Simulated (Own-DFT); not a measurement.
# A surface energy from a slab and the bulk: wurtzite AlN, m plane (10-10)

Source: density functional calculations with Own-DFT, an unreviewed in-house program that is no longer used. Nothing was measured or relaxed, and spin and spin-orbit coupling are left out.

Caveats (not all hold for every row): some atoms lie very close together; forces not confirmed at this smearing and k mesh; k mesh not checked against a denser one.

Both sets of runs: PBE; PseudoDojo norm-conserving scalar-relativistic files; cutoff 42 hartree; Gaussian smearing of 0.01 eV. The slab has 128 atoms in 16 layers, two equal faces of 62.02 Å² as cut, 15 Å of vacuum, a dipole correction along the normal and a 6 x 3 x 1 mesh. The bulk cell has 128 atoms, the same measured lattice constants and a 3 x 3 x 3 mesh. All atoms were moved at random; u is the rms move along one axis. Energies are counted from -174.06 eV for each atom.

```
slab run   u (Å)  E (eV, cell)
       1  0.0193        20.763
       2  0.0201        20.503
       3  0.0202        20.536
       4  0.0216        20.636
       5  0.0465        28.312
       6  0.0487        28.114
       7  0.0492        28.424
       8  0.0493        27.969
       9  0.0516        28.728
      10  0.1008        61.623
      11  0.1017        58.272
      12  0.1049        63.794
```

| bulk run | u (Å) | E (meV/atom) |
|---|---|---|
| 1 | 0.0200 | -1.26 |
| 2 | 0.0201 | -2.45 |
| 3 | 0.0204 | -1.16 |
| 4 | 0.0935 | 302.63 |
| 5 | 0.0947 | 283.73 |
| 6 | 0.0963 | 320.45 |
| 7 | 0.0970 | 293.53 |
| 8 | 0.1002 | 338.21 |
| 9 | 0.1018 | 343.72 |
| 10 | 0.1035 | 316.98 |

Q: what is the energy of the unrelaxed surface?

## Answer

Take each set to u = 0 with E = a + b u². Residuals are scaled by 1/(u² + 0.0006 Å²) to tame the large moves. Slab: a = 18.98 ± 0.12 eV. Bulk: a = -15.5 ± 1.0 meV/atom. The excess is 18.98 - 128 x (-0.0155) = 20.96 ± 0.18 eV. Over two faces that is 169 meV/Å², or 2.71 ± 0.02 J/m². Relaxing the faces would lower the energy, and the unlike meshes and the reach from the smallest u down to zero add errors that aren't counted here.
